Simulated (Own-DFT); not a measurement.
## Calculated data, Si23GeO48 (quartz with substituted atoms, atoms displaced)

A calculation, not a measurement: plane-wave PBE and HSE06 DFT by an unreviewed code, no spin, of a simulated cell at Gamma alone, so results move with cell size and shape, stress positive in tension, energies less offsets, not probed for a lower state with spin; oxygen file: force components 24 meV/angstrom off all-electron in a glass; k mesh not checked against a denser one; forces and stress are PBE's, HSE06 gives the energy alone, and its difference from PBE has offsets of its own; offsets are fitted by least squares, one for each functional and potential file, so energies compare only between cells with the same atoms and settings and are not formation energies; the far tail of each file's local potential was reset to the Coulomb form; each entry is a single point on an unrelaxed cell, so the pressure reflects the starting lattice, mostly measured values (interpolated for alloys), from which strain is counted, and rises with the displacements; printed positions are rounded, which can move forces by about a meV/angstrom; the program, named Own-DFT, is a retired in-house code; no spin-orbit coupling. Program: Own-DFT development build.

Common to all runs: first functional PBE; second functional HSE06; exact exchange share 0.25; screening 0.11 1/bohr; exchange divergence Gygi-Baldereschi; potential files PseudoDojo norm-conserving, scalar-relativistic, made for PBE, standard set; wave cutoff 48 hartree; occupations fixed; k mesh 1 x 1 x 1 centred on Gamma.

(1) 
```cif
# cell vector a (Å): 9.8268 0.0000 0.0000
# cell vector b (Å): -4.9134 8.5103 0.0000
# cell vector c (Å): 0.0000 0.0000 10.8104
data_Si23GeO48
_symmetry_space_group_name_H-M 'P 1'
_symmetry_Int_Tables_number 1
_cell_length_a 9.8268
_cell_length_b 9.8268
_cell_length_c 10.8104
_cell_angle_alpha 90.000
_cell_angle_beta 90.000
_cell_angle_gamma 120.000
_cell_volume 904.06
loop_
_atom_site_label
_atom_site_type_symbol
_atom_site_fract_x
_atom_site_fract_y
_atom_site_fract_z
_atom_site_occupancy
Si1 Si 0.23938 0.00190 0.99517 1
Si2 Si 0.99862 0.24295 0.32243 1
Si3 Si 0.26865 0.26863 0.16235 1
O1 O 0.19877 0.13569 0.04856 1
O2 O 0.43584 0.29739 0.21978 1
O3 O 0.37324 0.07827 0.38784 1
O4 O 0.07362 0.36325 0.44548 1
O5 O 0.12937 0.20946 0.27635 1
O6 O 0.30047 0.43494 0.11630 1
Si4 Si 0.24642 0.00278 0.49679 1
Si5 Si 0.99815 0.23958 0.83253 1
Si6 Si 0.26036 0.26209 0.66763 1
O7 O 0.21346 0.14192 0.56127 1
O8 O 0.42419 0.29381 0.72932 1
O9 O 0.36109 0.06513 0.88865 1
O10 O 0.07771 0.37090 0.94069 1
O11 O 0.11851 0.19448 0.77975 1
O12 O 0.29890 0.43363 0.59913 1
Si7 Si 0.23927 0.49475 0.00802 1
Si8 Si 0.99921 0.74205 0.34021 1
Si9 Si 0.25880 0.75215 0.17418 1
O13 O 0.19778 0.62762 0.05859 1
O14 O 0.42159 0.80506 0.23267 1
O15 O 0.37110 0.57434 0.39618 1
O16 O 0.06345 0.86818 0.44257 1
O17 O 0.13516 0.70438 0.27430 1
O18 O 0.28321 0.91608 0.10865 1
Si10 Si 0.23498 0.51082 0.50266 1
Si11 Si 0.99578 0.72524 0.84088 1
Si12 Si 0.27194 0.75932 0.67314 1
O19 O 0.20904 0.63488 0.56524 1
O20 O 0.42211 0.78191 0.72867 1
O21 O 0.37071 0.58593 0.89364 1
O22 O 0.07227 0.86080 0.94579 1
O23 O 0.13321 0.71336 0.76987 1
O24 O 0.29047 0.91964 0.60475 1
Si13 Si 0.73207 0.99183 0.99948 1
Si14 Si 0.48864 0.22248 0.33105 1
Si15 Si 0.76504 0.27209 0.15852 1
O25 O 0.71420 0.13793 0.06124 1
O26 O 0.91849 0.29776 0.23253 1
O27 O 0.87155 0.07631 0.39943 1
O28 O 0.57113 0.36466 0.44648 1
O29 O 0.62594 0.20082 0.27680 1
O30 O 0.78580 0.41715 0.10826 1
Si16 Si 0.73544 0.00697 0.50086 1
Si17 Si 0.50168 0.24107 0.83570 1
Si18 Si 0.76855 0.27126 0.65692 1
O31 O 0.69741 0.12977 0.55994 1
O32 O 0.93554 0.29429 0.72121 1
O33 O 0.87534 0.06560 0.89135 1
O34 O 0.57413 0.36436 0.93899 1
O35 O 0.63227 0.20960 0.78138 1
O36 O 0.79448 0.42085 0.61352 1
Si19 Si 0.74476 0.51191 0.00803 1
Si20 Si 0.49181 0.72946 0.33661 1
Ge1 Ge 0.76619 0.76498 0.17858 1
O37 O 0.69681 0.63501 0.05751 1
O38 O 0.93106 0.79839 0.22664 1
O39 O 0.86593 0.57119 0.39376 1
O40 O 0.57122 0.86508 0.43544 1
O41 O 0.63095 0.71041 0.27581 1
O42 O 0.78688 0.91918 0.11038 1
Si21 Si 0.73091 0.50210 0.50190 1
Si22 Si 0.50635 0.73829 0.82933 1
Si23 Si 0.76243 0.75194 0.66957 1
O43 O 0.70266 0.62766 0.56349 1
O44 O 0.92696 0.78410 0.72797 1
O45 O 0.86548 0.57688 0.89740 1
O46 O 0.56674 0.85761 0.94549 1
O47 O 0.62853 0.70516 0.77247 1
O48 O 0.79882 0.92154 0.59929 1
_calc_PBE_energy_of_cell_above_offsets '-14.498'  # eV
_calc_HSE06_less_PBE_above_offsets '-0.131'  # eV
_calc_PBE_pressure 11.28  # GPa
_calc_PBE_stress_xx -11.42  # GPa
_calc_PBE_stress_yy -12.69  # GPa
_calc_PBE_stress_zz -9.74  # GPa
_calc_PBE_stress_yz 1.09  # GPa
_calc_PBE_stress_xz -0.06  # GPa
_calc_PBE_stress_xy 1.45  # GPa
```

Force:
```csv
element,x (eV/Å),y (eV/Å),z (eV/Å)
Si,-1.191,-2.067,2.968
Si,0.893,-1.764,6.828
Si,-0.005,-2.848,1.207
O,0.624,1.113,1.384
O,-1.445,-0.379,-0.172
O,-3.431,-8.278,4.007
O,-0.454,0.705,-1.067
O,3.496,0.161,-2.866
O,0.744,0.298,0.688
Si,-3.414,-0.542,2.12
Si,0.112,-1.598,1.939
Si,-1.56,2.744,2.112
O,1.557,-3.545,-3.12
O,-0.721,0.419,-0.415
O,1.619,1.96,-1.716
O,-0.219,-0.438,0.296
O,4.166,0.956,-2.87
O,1.146,-1.849,2.545
Si,-1.643,3.255,-3.85
Si,1.871,-2.763,-2.619
Si,-0.642,2.413,-5.228
O,0.697,-0.488,0.801
O,3.465,-0.735,1.459
O,-1.407,-2.426,0.707
O,1.849,3.197,2.148
O,-4.613,-1.166,4.338
O,-0.339,0.953,-0.495
Si,1.67,-4.616,-2.234
Si,1.86,5.321,-2.409
Si,-5.237,1.779,-1.464
O,-1.928,1.165,-0.123
O,2.184,2.003,-0.521
O,-0.863,-2.97,1.856
O,-0.558,-0.44,-0.396
O,0.435,-0.98,0.917
O,0.767,0.232,-0.167
Si,0.976,1.875,-0.075
Si,3.8,10.1,-2.611
Si,1.175,-8.021,6.477
O,0.642,-2.147,-2.001
O,-1.755,1.597,-2.689
O,0.269,1.477,-1.807
O,-0.656,-1.649,-1.455
O,2.375,0.672,-2.143
O,-2.8,8.188,-3.03
Si,1.749,-3.562,-0.92
Si,-0.493,-2.828,-1.021
Si,2.464,-7.616,6.899
O,-1.025,0.693,0.373
O,-2.952,0.47,-1.826
O,-2.16,-0.322,1.409
O,0.856,3.675,3.554
O,3.194,0.18,-2.848
O,-3.962,8.785,-4.565
Si,-3.218,-3.079,-1.424
Si,0.469,3.438,-2.268
Ge,-0.513,-1.526,-4.303
O,0.69,-1.817,-1.181
O,6.98,0.944,2.678
O,-0.301,0.346,0.283
O,0.305,2.025,2.028
O,-4.803,-3.119,5.327
O,-2.091,5.647,-2.844
Si,2.556,-2.727,-0.724
Si,-1.673,-0.526,3.69
Si,-0.287,4.603,0.016
O,-1.102,-0.079,-0.357
O,-0.762,-0.284,-0.027
O,-0.419,-3.642,1.211
O,0.147,1.13,-0.188
O,3.292,-0.699,-1.136
O,-0.452,-0.987,0.91
```

(2) 
```cif
# cell vector a (Å): 9.8268 0.0000 0.0000
# cell vector b (Å): -4.9134 8.5103 0.0000
# cell vector c (Å): 0.0000 0.0000 10.8104
data_Si23GeO48
_symmetry_space_group_name_H-M 'P 1'
_symmetry_Int_Tables_number 1
_cell_length_a 9.8268
_cell_length_b 9.8268
_cell_length_c 10.8104
_cell_angle_alpha 90.000
_cell_angle_beta 90.000
_cell_angle_gamma 120.000
_cell_volume 904.06
loop_
_atom_site_label
_atom_site_type_symbol
_atom_site_fract_x
_atom_site_fract_y
_atom_site_fract_z
_atom_site_occupancy
Si1 Si 0.23835 0.00705 0.99825 1
Si2 Si 0.99156 0.23227 0.33027 1
Si3 Si 0.25797 0.25795 0.16523 1
O1 O 0.21508 0.13642 0.05769 1
O2 O 0.43102 0.30141 0.23242 1
O3 O 0.36852 0.06737 0.38944 1
O4 O 0.06332 0.35659 0.43721 1
O5 O 0.13371 0.20566 0.26813 1
O6 O 0.29224 0.42105 0.11008 1
Ge1 Ge 0.23342 0.99543 0.50788 1
Si4 Si 0.00541 0.24409 0.83304 1
Si5 Si 0.26855 0.26356 0.66346 1
O7 O 0.21058 0.12553 0.55934 1
O8 O 0.41883 0.29088 0.73269 1
O9 O 0.36421 0.06390 0.88983 1
O10 O 0.08286 0.36766 0.93682 1
O11 O 0.12908 0.22222 0.77284 1
O12 O 0.28969 0.42895 0.61249 1
Si6 Si 0.22999 0.49917 0.99824 1
Si7 Si 0.99788 0.73785 0.33503 1
Si8 Si 0.26191 0.76022 0.17504 1
O13 O 0.20544 0.62360 0.06116 1
O14 O 0.42727 0.80112 0.22805 1
O15 O 0.35994 0.57441 0.39406 1
O16 O 0.06906 0.85890 0.43940 1
O17 O 0.12560 0.69685 0.26739 1
O18 O 0.30147 0.92655 0.10654 1
Si9 Si 0.23267 0.50435 0.50549 1
Si10 Si 0.00544 0.73312 0.83096 1
Si11 Si 0.25797 0.75433 0.66077 1
O19 O 0.21409 0.64163 0.56164 1
O20 O 0.42856 0.78237 0.73271 1
O21 O 0.37119 0.56957 0.89366 1
O22 O 0.07767 0.86396 0.94165 1
O23 O 0.12438 0.70580 0.77546 1
O24 O 0.28494 0.92050 0.61568 1
Si12 Si 0.73324 0.00068 0.00087 1
Si13 Si 0.50242 0.23614 0.34006 1
Si14 Si 0.76579 0.26822 0.16803 1
O25 O 0.70922 0.13164 0.06132 1
O26 O 0.92665 0.28652 0.22516 1
O27 O 0.86761 0.07312 0.39794 1
O28 O 0.57299 0.35805 0.43395 1
O29 O 0.63568 0.20869 0.27257 1
O30 O 0.78157 0.42043 0.10951 1
Si15 Si 0.72924 0.00116 0.50321 1
Si16 Si 0.49633 0.23374 0.83997 1
Si17 Si 0.76105 0.25637 0.65973 1
O31 O 0.69060 0.12830 0.56151 1
O32 O 0.93211 0.29476 0.72240 1
O33 O 0.87020 0.08132 0.90053 1
O34 O 0.57910 0.37728 0.93970 1
O35 O 0.62984 0.21479 0.77341 1
O36 O 0.79152 0.42570 0.60699 1
Si18 Si 0.73987 0.50941 0.99837 1
Si19 Si 0.49460 0.73103 0.34132 1
Si20 Si 0.76747 0.76082 0.16743 1
O37 O 0.71706 0.63871 0.07664 1
O38 O 0.91508 0.78123 0.23111 1
O39 O 0.86029 0.56947 0.39749 1
O40 O 0.58000 0.86785 0.44618 1
O41 O 0.63340 0.70821 0.27074 1
O42 O 0.78938 0.92641 0.09998 1
Si21 Si 0.73253 0.50099 0.49715 1
Si22 Si 0.50294 0.73200 0.83195 1
Si23 Si 0.77440 0.76888 0.67806 1
O43 O 0.70774 0.64179 0.55999 1
O44 O 0.92003 0.78565 0.73109 1
O45 O 0.86847 0.57823 0.90003 1
O46 O 0.57556 0.86452 0.93179 1
O47 O 0.63264 0.71244 0.77663 1
O48 O 0.79404 0.93121 0.61807 1
_calc_PBE_energy_of_cell_above_offsets '-13.992'  # eV
_calc_HSE06_less_PBE_above_offsets '-0.601'  # eV
_calc_PBE_pressure 14.47  # GPa
_calc_PBE_stress_xx -14.02  # GPa
_calc_PBE_stress_yy -14.4  # GPa
_calc_PBE_stress_zz -15.01  # GPa
_calc_PBE_stress_yz -5.27  # GPa
_calc_PBE_stress_xz 1.58  # GPa
_calc_PBE_stress_xy 1.64  # GPa
```

Force:
```csv
element,x (eV/Å),y (eV/Å),z (eV/Å)
Si,2.191,-4.353,1.259
Si,3.881,-1.712,0.625
Si,3.483,2.993,1.075
O,-1.251,0.121,-0.667
O,-1.032,-0.955,-0.5
O,0.741,-0.32,-0.401
O,1.407,3.988,3.052
O,-3.171,-1.504,2.975
O,-1.364,1.683,-1.774
Ge,4.331,-4.042,-7.743
Si,-4.685,-2.9,1.407
Si,-3.474,-0.14,1.391
O,-7.525,9.749,5.043
O,1.315,0.274,0.407
O,0.552,1.046,-0.614
O,-2.354,-0.209,0.697
O,7.204,-1.503,-3.918
O,0.138,0.166,-0.876
Si,5.918,-0.173,0.932
Si,0.935,-3.915,-1.297
Si,0.93,1.474,-5.195
O,-2.398,3.508,2.489
O,2.237,-0.675,2.373
O,-0.721,-1.707,1.152
O,-1.415,-0.106,0.95
O,-3.126,-0.871,3.157
O,-1.195,0.049,-0.503
Si,0.279,-4.419,-2.416
Si,-6.108,1.485,5.022
Si,1.433,6.077,10.07
O,-0.638,-4.976,-5.805
O,-6.238,1.005,-5.363
O,-0.562,-0.713,0.632
O,-0.576,0.059,-0.369
O,8.127,-1.493,-4.733
O,3.752,-2.248,4.442
Si,-0.744,-0.846,-2.188
Si,-0.893,-5.051,-7.521
Si,0.388,-2.075,-0.843
O,-1.696,1.758,0.996
O,-2.204,1.398,-2.561
O,-0.694,-0.877,0.467
O,0.535,6.395,6.84
O,-0.401,-0.601,1.316
O,-0.172,2.2,-1.209
Si,4.197,0.751,1.817
Si,0.46,1.077,-0.34
Si,-0.496,4.094,4.89
O,-0.088,-2.141,-2.36
O,-2.633,0.085,-1.519
O,0.935,1.111,-1.681
O,-1.207,-1.174,-0.533
O,1.946,-0.376,-1.129
O,-0.156,-0.059,-0.484
Si,-1.285,-1.757,3.792
Si,2.176,2.977,-3.771
Si,-5.083,7.594,3.603
O,0.806,-7.451,-8
O,2.829,1.823,0.791
O,2.474,2.078,-2.918
O,-2.51,-3.16,-1.545
O,-2.233,-0.176,2.046
O,2.737,-2.572,3.225
Si,-1.814,-0.604,3.309
Si,-1.681,-1.535,3.896
Si,-7.239,-0.663,-4.324
O,0.587,-0.917,0.009
O,5.432,1.12,1.854
O,1.913,1.136,-2.354
O,-0.022,2.195,2.252
O,5.309,-1.261,-1.837
O,-0.493,0.757,-0.957
```

(3) 
```cif
# cell vector a (Å): 9.8268 0.0000 0.0000
# cell vector b (Å): -4.9134 8.5103 0.0000
# cell vector c (Å): 0.0000 0.0000 10.8104
data_Si23GeO48
_symmetry_space_group_name_H-M 'P 1'
_symmetry_Int_Tables_number 1
_cell_length_a 9.8268
_cell_length_b 9.8268
_cell_length_c 10.8104
_cell_angle_alpha 90.000
_cell_angle_beta 90.000
_cell_angle_gamma 120.000
_cell_volume 904.06
loop_
_atom_site_label
_atom_site_type_symbol
_atom_site_fract_x
_atom_site_fract_y
_atom_site_fract_z
_atom_site_occupancy
Si1 Si 0.23573 0.00449 0.00063 1
Si2 Si 0.00877 0.24032 0.34032 1
Si3 Si 0.27452 0.27467 0.15607 1
O1 O 0.20248 0.14176 0.05210 1
O2 O 0.42736 0.29490 0.22462 1
O3 O 0.36863 0.07147 0.39453 1
O4 O 0.08385 0.37482 0.44569 1
O5 O 0.13218 0.20680 0.26856 1
O6 O 0.30069 0.43188 0.11190 1
Si4 Si 0.23564 0.99273 0.50113 1
Si5 Si 0.99625 0.23462 0.83582 1
Si6 Si 0.25286 0.26455 0.67056 1
O7 O 0.21035 0.13347 0.55991 1
O8 O 0.42426 0.29304 0.72477 1
O9 O 0.36735 0.06255 0.88461 1
O10 O 0.07656 0.36106 0.94229 1
O11 O 0.12432 0.21104 0.77690 1
O12 O 0.29003 0.42718 0.61064 1
Si7 Si 0.23093 0.48780 0.99587 1
Si8 Si 0.00403 0.74558 0.32992 1
Si9 Si 0.26162 0.76263 0.16548 1
O13 O 0.21573 0.64102 0.05821 1
O14 O 0.43519 0.78889 0.22316 1
O15 O 0.36129 0.56910 0.39598 1
O16 O 0.08057 0.87036 0.43611 1
O17 O 0.14111 0.71526 0.27676 1
O18 O 0.29094 0.92115 0.10656 1
Si10 Si 0.23918 0.49835 0.49405 1
Si11 Si 0.99726 0.73345 0.83539 1
Si12 Si 0.26247 0.75827 0.65840 1
O19 O 0.19709 0.62624 0.55302 1
O20 O 0.43074 0.79352 0.72417 1
O21 O 0.36304 0.57623 0.88576 1
O22 O 0.07574 0.87004 0.93877 1
O23 O 0.13590 0.70512 0.77014 1
O24 O 0.30632 0.93503 0.60854 1
Si13 Si 0.72627 0.99166 0.99772 1
Si14 Si 0.50231 0.23462 0.34481 1
Si15 Si 0.76886 0.26342 0.16192 1
O25 O 0.71504 0.13139 0.06729 1
O26 O 0.92236 0.28485 0.23240 1
O27 O 0.85673 0.07326 0.39748 1
O28 O 0.57366 0.36839 0.44169 1
O29 O 0.64354 0.21478 0.27445 1
O30 O 0.79536 0.42044 0.11248 1
Si16 Si 0.72229 0.99450 0.50051 1
Si17 Si 0.50118 0.25178 0.83622 1
Si18 Si 0.75997 0.25980 0.67477 1
O31 O 0.70540 0.12995 0.56658 1
O32 O 0.92159 0.29196 0.72187 1
O33 O 0.86287 0.06413 0.89593 1
O34 O 0.58644 0.36335 0.93982 1
O35 O 0.63745 0.20065 0.77466 1
O36 O 0.79595 0.42997 0.60177 1
Si19 Si 0.74380 0.50570 0.00298 1
Si20 Si 0.50366 0.73390 0.33200 1
Si21 Si 0.77062 0.77473 0.15970 1
O37 O 0.69624 0.63223 0.04932 1
O38 O 0.93498 0.80385 0.21741 1
O39 O 0.86878 0.57061 0.39761 1
O40 O 0.56878 0.86610 0.43327 1
O41 O 0.62922 0.70569 0.26996 1
O42 O 0.78700 0.91703 0.10221 1
Si22 Si 0.74516 0.50984 0.50087 1
Ge1 Ge 0.50995 0.74164 0.82852 1
Si23 Si 0.76565 0.76151 0.65854 1
O43 O 0.70613 0.62791 0.56633 1
O44 O 0.92415 0.78754 0.71964 1
O45 O 0.87494 0.58265 0.89507 1
O46 O 0.57842 0.86382 0.94590 1
O47 O 0.63409 0.71182 0.77499 1
O48 O 0.80390 0.93950 0.59995 1
_calc_PBE_energy_of_cell_above_offsets '-14.863'  # eV
_calc_HSE06_less_PBE_above_offsets '-0.250'  # eV
_calc_PBE_pressure 11.71  # GPa
_calc_PBE_stress_xx -11.04  # GPa
_calc_PBE_stress_yy -12.58  # GPa
_calc_PBE_stress_zz -11.53  # GPa
_calc_PBE_stress_yz -2.7  # GPa
_calc_PBE_stress_xz -0.1  # GPa
_calc_PBE_stress_xy -1.05  # GPa
```

Force:
```csv
element,x (eV/Å),y (eV/Å),z (eV/Å)
Si,1.712,-0.232,-1.074
Si,-1.841,-2.296,-0.772
Si,0.231,-3.978,5.079
O,0.77,-1.064,-1.123
O,1.512,-0.519,1.12
O,-0.146,-1.013,0.157
O,-3.443,-4.774,-2.448
O,1.116,0.319,-0.511
O,-1.96,3.946,-2.744
Si,0.421,3.354,1.027
Si,-4.12,-1.656,-0.518
Si,2.515,-0.754,-1.631
O,-0.482,-0.015,0.552
O,-1.289,0.681,-0.13
O,-0.804,2.277,1.163
O,-2.548,-1.725,-0.141
O,3.204,-0.961,-1.088
O,-0.064,0.711,-0.195
Si,2.142,6.634,1.905
Si,0.149,-3.119,-0.306
Si,3.404,0.466,1.324
O,0.506,-3.491,-2.099
O,-3.105,0.23,-1.544
O,4.135,3.191,-4.29
O,-1.625,-0.566,0.456
O,-1.028,-0.709,0.769
O,-1.323,2.615,-1.009
Si,-0.384,1.659,6.129
Si,2.882,4.102,-3.679
Si,0.821,1.334,1.645
O,0.175,0.739,0.137
O,-5.139,1.881,-5.646
O,-1.66,-4.591,2.447
O,-0.79,-0.293,0.01
O,-1.414,-0.002,0.667
O,0.239,-1.606,0.285
Si,2.878,4.656,2.705
Si,0.985,0.247,-4.997
Si,0.632,-1.012,5.423
O,-0.181,-2.596,-3.098
O,0.891,1.054,-0.151
O,1.701,1.786,-1.52
O,0.309,2.429,1.977
O,-1.97,-0.512,1.086
O,-1.987,4.853,-3.221
Si,0.752,2.134,-0.37
Si,2.01,-7.458,-3.542
Si,-0.281,2.407,-5.74
O,-1.184,-0.01,-0.308
O,3.928,0.499,2.808
O,0.66,1.696,-1.257
O,0.23,3.169,3.326
O,-5.281,-0.242,4.273
O,1.424,-2.225,2.674
Si,0.241,-0.906,1.032
Si,-2.178,-1.634,0.036
Si,0.503,-6.902,3.009
O,0.815,0.696,1.376
O,0.244,-0.514,0.522
O,2.031,3.867,-3.767
O,-0.683,0.088,1.556
O,4.129,-0.212,-1.485
O,-1.7,5.468,-2.077
Si,-1.601,-4.315,-0.15
Ge,-6.957,-0.326,4.571
Si,-2.039,4.811,3.34
O,-1.707,-0.951,-2.21
O,1.253,0.208,1.136
O,-1.283,-4.177,2.096
O,-3.638,-1.258,0.941
O,12.8,-1.812,-6.177
O,1.482,-3.778,2.268
```
